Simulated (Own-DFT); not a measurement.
# How strain changes the stress of wurtzite AlN, 128 atoms (Al64N64)

These are calculations, not measurements. They come from Own-DFT, an in-house plane-wave density functional program, since retired, whose code no person has reviewed. Each row is one single-point run on a periodic cell that was not relaxed, without spin or spin-orbit coupling.

Settings of every run: PBE; PseudoDojo norm-conserving scalar-relativistic files; cutoff 42 hartree; 3 x 3 x 3 k mesh centred on Gamma; Gaussian smearing of 0.01 eV.

Known limits: k mesh not checked against a denser one; stress not checked against mesh or cutoff.

Unstrained cell vectors in Å: (12.448, 0.000, 0.000); (-6.224, 10.780, 0.000); (0.000, 0.000, 9.964). The unstrained cell has measured lattice constants (interpolated for alloys), not those of this functional. That, the random moves and any unrelaxed bonds set the pressure at no strain. Each run strains this cell uniformly, with the atoms carried along. Every atom was also moved at random, by a Gaussian of width 0.05 Å on each axis. Strain is the symmetric tensor, in per cent. Stress is positive in tension, and the pressure is minus a third of its trace.

```
run  e_xx (%)  e_yy (%)  e_zz (%)  e_yz (%)  e_xz (%)  e_xy (%)  s_xx (GPa)  s_yy (GPa)  s_zz (GPa)  s_yz (GPa)  s_xz (GPa)  s_xy (GPa)  P (GPa)  E (meV/atom)
  1     -0.64     -1.84      1.54      1.33     -0.79     -0.02       -9.92      -15.35        0.52        2.89       -2.00       -0.71     8.25          22.3
  2      1.83      1.96     -0.56      1.33      0.61     -0.70        4.28        3.75       -4.96        3.44        1.57       -2.05    -1.02           5.7
  3      1.39     -0.42     -1.00      1.91     -0.19     -1.14       -0.31       -8.50       -9.15        4.85       -0.11       -4.51     5.99          23.6
  4     -1.10     -0.99      0.45      1.56      1.47     -0.55      -11.98      -12.62       -3.93        4.41        3.89       -2.00     9.51          26.3
  5     -1.70     -1.85      0.60     -1.53      1.90     -0.31      -15.96      -17.09       -4.98       -4.21        4.59       -0.15    12.67          37.2
  6      0.46     -0.21     -0.25     -0.45      0.76     -0.10       -3.45       -7.48       -6.14       -0.91        1.55       -0.35     5.69          15.2
  7      0.64     -1.16     -0.35     -0.58     -1.98     -1.99       -5.25      -10.04       -7.61       -0.95       -5.21       -6.89     7.64          22.9
  8      0.48      0.17     -0.56      0.07     -0.10      0.49       -2.22       -5.76       -7.89       -0.37        0.43        1.81     5.29           8.6
  9     -0.06     -0.09      0.98     -1.47     -0.80     -0.83       -5.65       -5.90       -1.39       -3.45       -2.77       -2.57     4.32          20.8
 10      0.59      1.30     -0.52     -0.97      1.44     -0.82       -0.90       -0.73       -6.65       -2.68        3.36       -3.36     2.76          13.3
 11     -0.94     -0.14      1.67      0.60     -1.15      0.46      -10.19       -5.55        0.73        1.07       -2.06        1.73     5.01          21.2
 12     -0.37     -1.04      1.78     -0.93     -0.17     -0.62       -8.80       -8.94        1.05       -2.41       -0.47       -2.68     5.56          22.8
 13      1.18      1.35     -1.06     -1.67      1.65     -0.63       -1.23        0.82       -8.39       -4.76        4.33       -1.39     2.94          23.7
 14      0.96     -0.20      0.94     -1.54      1.63     -0.32       -0.67       -4.49       -0.39       -3.88        3.09       -0.82     1.85           0.0
 15      1.33     -0.57     -1.96      0.83     -0.21     -1.39       -3.56       -8.42      -14.12        1.97       -1.09       -5.41     8.70          38.0
 16      1.69      0.04     -1.16     -1.70     -0.36     -0.40           ?           ?           ?           ?           ?           ?        ?             ?
```

E is the free energy for each atom above the lowest run shown.

## Worked fit

Each stress component was fitted by least squares to a constant and the strains of the runs shown, as fractions, with shears doubled. Shear strains stay in the fit of a normal stress only where such slopes are resolved. The slopes, in GPa:

```
stress,at no strain,per e_xx,per e_yy,per e_zz,scatter
s_xx,-6.0,458 ± 47,135 ± 35,75 ± 37,1.08
s_yy,-6.5,158 ± 39,450 ± 28,120 ± 30,0.88
s_zz,-5.4,65 ± 22,64 ± 16,448 ± 17,0.51
```

Each shear stress against twice its own strain: yz 129 ± 4, xz 117 ± 6, xy 178 ± 14 GPa. These are stiffnesses along x, y and z of the frame in which the cell vectors are given, which need not be the crystal's axes. The atoms are held to the strained lattice; where symmetry lets them move under strain, relaxing them would lower some slopes. The table should be nearly symmetric about its diagonal, and what it lacks of that shows the noise. A ninth of its sum, 219 ± 5 GPa, estimates the bulk modulus near the mean pressure of these runs, 5.7 GPa, so it lies above the value at zero pressure.

## Withheld run

Question: what normal stresses and pressure should run 16 give?

The fit gives s_xx = 0.9, s_yy = -5.1, s_zz = -9.5 and P = 4.6 GPa. The calculation gave 1.20, -6.46, -8.63 and P = 4.63 GPa.
